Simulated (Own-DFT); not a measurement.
# Strain and stress in wurtzite GaN, 72 atoms (Ga36N36)

All numbers below are calculated, not measured. The program, named Own-DFT, is a retired in-house plane-wave density functional code that no person has reviewed. Each row is one single-point run on a periodic cell that was not relaxed, without spin or spin-orbit coupling.

Settings of every run: PBE; PseudoDojo norm-conserving scalar-relativistic files (stringent for Ga); cutoff 96 hartree; 4 x 4 x 3 k mesh centred on Gamma; Gaussian smearing of 0.01 eV.

Known limits: forces not confirmed at this smearing and k mesh; stress not checked against mesh or cutoff.

Unstrained cell vectors in Å: (9.567, 0.000, 0.000); (-4.784, 8.285, 0.000); (0.000, 0.000, 10.370). The unstrained cell has measured lattice constants (interpolated for alloys), not those of this functional. That, the random moves and any unrelaxed bonds set the pressure at no strain. Each run strains this cell uniformly, with the atoms carried along. Every atom was also moved at random, by a Gaussian of width 0.05 Å on each axis. Strain is the symmetric tensor, in per cent. Stress is positive in tension, and the pressure is minus a third of its trace.

| run | e_xx (%) | e_yy (%) | e_zz (%) | s_xx (GPa) | s_yy (GPa) | s_zz (GPa) | P (GPa) | E (meV/atom) |
|---|---|---|---|---|---|---|---|---|
| 1 | 0.00 | 0.00 | 3.00 | -3.85 | -5.89 | 4.52 | 1.74 | 9.9 |
| 2 | 0.00 | 0.00 | 1.25 | -5.30 | -5.41 | -2.69 | 4.47 | 3.2 |
| 3 | 0.00 | 0.00 | 2.50 | -5.01 | -6.06 | 3.47 | 2.53 | 5.2 |
| 4 | 0.00 | 0.00 | -1.00 | -6.78 | -9.44 | -10.91 | 9.05 | 15.6 |
| 5 | 0.00 | 0.00 | -1.50 | -8.65 | -7.28 | -15.06 | 10.33 | 32.4 |
| 6 | 0.00 | 0.00 | 2.00 | -4.25 | -6.41 | 1.31 | 3.12 | 0.0 |
| 7 | 0.00 | 0.00 | 0.50 | -6.43 | -6.89 | -4.00 | 5.78 | 1.3 |
| 8 | 0.00 | 0.00 | -1.75 | -11.38 | -8.32 | -13.35 | 11.01 | 35.3 |
| 9 | 0.00 | 0.00 | 1.00 | ? | ? | ? | ? | ? |

E is the free energy for each atom above the lowest run shown.

## Worked fit

The change of volume is close to e_xx + e_yy + e_zz. A straight line through the runs shown gives P = 7.23 - 196 x (fractional change of volume) GPa, with an error of 7 on the slope and a scatter of 0.35 GPa. The strain isn't the same on all axes and the cell isn't cubic, so the slope belongs to this path and is not the bulk modulus.

## Withheld run

Question: what pressure should run 9 give? Its volume changes by 1.00 %.

The line gives 5.3 GPa. The calculation gave 5.09 GPa.
